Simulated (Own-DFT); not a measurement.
# A layer strained by its substrate: wurtzite AlGaN with randomly placed atoms, 72 atoms (Al9Ga27N36)

No measurement is shown. These are fixed-geometry runs of a retired plane-wave code named Own-DFT, which no person has reviewed; spin and spin-orbit coupling are neglected.

Settings: PBE; PseudoDojo norm-conserving scalar-relativistic files; cutoff 42 hartree; 4 x 4 x 3 k mesh centred on Gamma; Fermi-Dirac smearing of 0.1 eV.

Keep in mind: forces on such cells passed a denser k mesh, each cell not checked; stress not checked against mesh or cutoff.

Unstrained cell vectors in Å: (9.509, 0.000, 0.000); (-4.755, 8.235, 0.000); (0.000, 0.000, 10.268). The unstrained cell has measured lattice constants (interpolated for alloys), not those of this functional. That, the random moves and any unrelaxed bonds set the pressure at no strain. Each run strains x and y alike by e, as a substrate would, and holds the height along z. Random moves of width 0.05 Å per axis were added to every atom. The random placing of the alloy's atoms differs from row to row. Stress is positive in tension.

```
e (%),u (Å),(s_xx + s_yy)/2 (GPa),s_zz (GPa)
-3.00,0.049,-27.91,-11.15
-3.00,0.053,-26.22,-14.42
-2.50,0.050,-22.50,-12.94
-0.75,0.054,-11.76,-9.97
-0.75,0.052,-11.84,-9.36
0.50,0.049,-3.93,-7.86
0.50,0.053,-4.53,-8.08
0.75,0.049,-3.59,-5.58
0.75,0.051,-2.11,-8.74
1.00,0.048,?,?
2.25,0.051,3.49,-4.29
2.25,0.050,3.67,-5.67
```

## Worked fit

With e as a fraction, the in-plane stress is -7.0 + 556 e - 3551 e² GPa (errors 13 and 705, scatter 0.67), and s_zz is -8.5 + 153 e GPa (slope ± 19, scatter 1.17). At e = 0 the first slope is C11 + C12 and the second 2 C13, both with the ions held to the strained lattice and at the cell's own pressure. The term in e² is negative: the layer stiffens under compression and softens under tension. A free layer would change its height as e changes, and the in-plane slope would drop by 2 C13²/C33 to the biaxial modulus. At fixed height, a misfit of 1 % moves the in-plane stress by about 5.6 GPa and s_zz by 1.5 GPa.

## Prediction

Q: what are the two stresses at e = 1.00 %?

Estimate: -1.8 and -7.0 GPa. The hidden result is -1.96 and -5.64 GPa.
